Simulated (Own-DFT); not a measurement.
# Strain and stress in wurtzite GaN, 72 atoms (Ga36N36)

Calculated results; nothing here was measured. The program, named Own-DFT, is a retired in-house plane-wave density functional code that no person has reviewed. Each row is one single-point run on a periodic cell that was not relaxed, without spin or spin-orbit coupling.

Settings of every run: PBE; PseudoDojo norm-conserving scalar-relativistic files; cutoff 42 hartree; 4 x 4 x 3 k mesh centred on Gamma; Fermi-Dirac smearing of 0.1 eV.

Known limits: forces not confirmed at this smearing and k mesh; stress not checked against mesh or cutoff.

Unstrained cell vectors in Å: (9.567, 0.000, 0.000); (-4.784, 8.285, 0.000); (0.000, 0.000, 10.370). The unstrained cell has measured lattice constants (interpolated for alloys), not those of this functional. That, the random moves and any unrelaxed bonds set the pressure at no strain. Each run strains this cell uniformly, with the atoms carried along. Every atom was also moved at random, by a Gaussian of width 0.05 Å on each axis. Strain is the symmetric tensor, in per cent. Stress is positive in tension, and the pressure is minus a third of its trace.

```
run,e_xx (%),e_yy (%),e_zz (%),s_xx (GPa),s_yy (GPa),s_zz (GPa),P (GPa),E (meV/atom)
1,0.75,0.75,0.00,-5.47,-3.15,-4.88,4.50,11.0
2,1.75,1.75,0.00,0.59,0.74,-5.77,1.48,29.7
3,-2.25,-2.25,0.00,-18.53,-21.21,-12.04,17.26,52.4
4,-0.50,-0.50,0.00,-9.00,-9.57,-9.99,9.52,33.3
5,3.00,3.00,0.00,6.39,5.89,-3.93,-2.78,24.5
6,1.50,1.50,0.00,-0.47,1.17,-5.26,1.52,0.0
7,2.25,2.25,0.00,2.27,2.93,-4.45,-0.25,20.9
8,0.50,0.50,0.00,-5.84,-4.78,-6.46,5.69,20.5
9,-1.00,-1.00,0.00,?,?,?,?,?
```

E is the free energy for each atom above the lowest run shown.

## Worked fit

The change of volume is close to e_xx + e_yy + e_zz. A straight line through the runs shown gives P = 7.99 - 189 x (fractional change of volume) GPa, with an error of 8 on the slope and a scatter of 0.67 GPa. The strain isn't the same on all axes and the cell isn't cubic, so the slope belongs to this path and is not the bulk modulus.

## Withheld run

Question: what pressure should run 9 give? Its volume changes by -1.99 %.

The line gives 11.8 GPa. The calculation gave 11.75 GPa.
